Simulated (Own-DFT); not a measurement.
# Stretching a layer in its plane: wurtzite AlN, 72 atoms (Al36N36)

The numbers are computed, not measured, by runs of the plane-wave DFT program Own-DFT (in-house, retired, unreviewed) at fixed positions, with no spin and no spin-orbit coupling.

Settings: PBE; PseudoDojo norm-conserving scalar-relativistic files; cutoff 42 hartree; 3 x 3 x 2 k mesh centred on Gamma; Fermi-Dirac smearing of 0.1 eV.

Limits: forces on such cells moved up to 12 meV/angstrom on a denser k mesh; stress not checked against mesh or cutoff.

Unstrained cell vectors in Å: (9.336, 0.000, 0.000); (-4.668, 8.085, 0.000); (0.000, 0.000, 9.964). The unstrained cell has measured lattice constants (interpolated for alloys), not those of this functional. That, the random moves and any unrelaxed bonds set the pressure at no strain. Each run strains x and y alike by e, as a substrate would, and holds the height along z. All atoms carry random offsets, Gaussian with a width of 0.05 Å per axis. Stress is positive in tension.

| e (%) | u (Å) | (s_xx + s_yy)/2 (GPa) | s_zz (GPa) |
|---|---|---|---|
| -3.00 | 0.051 | -25.84 | -10.94 |
| -2.75 | 0.048 | -23.40 | -11.46 |
| -2.50 | 0.049 | ? | ? |
| -2.00 | 0.049 | -17.72 | -9.39 |
| -1.50 | 0.051 | -14.71 | -8.20 |
| -1.00 | 0.048 | -11.97 | -7.36 |
| -0.50 | 0.048 | -8.59 | -6.65 |
| 1.50 | 0.054 | 2.41 | -4.41 |
| 2.25 | 0.051 | 6.44 | -2.54 |
| 2.75 | 0.045 | 9.07 | -3.38 |

## Worked fit

With e as a fraction, the in-plane stress is -5.6 + 589 e - 2367 e² GPa (errors 6 and 429, scatter 0.38), and s_zz is -6.5 + 146 e GPa (slope ± 11, scatter 0.66). At e = 0 the first slope is C11 + C12 and the second 2 C13, both with the ions held to the strained lattice and at the cell's own pressure. The term in e² is negative: the layer stiffens under compression and softens under tension. A free layer would change its height as e changes, and the in-plane slope would drop by 2 C13²/C33 to the biaxial modulus. At fixed height, a misfit of 1 % moves the in-plane stress by about 5.9 GPa and s_zz by 1.5 GPa.

## Prediction

The question: what are the two stresses at e = -2.50 %?

Estimate: -21.8 and -10.1 GPa. DFT gave -23.87 and -6.12 GPa. This run lies off the fit, by chance or by something that the fit leaves out.
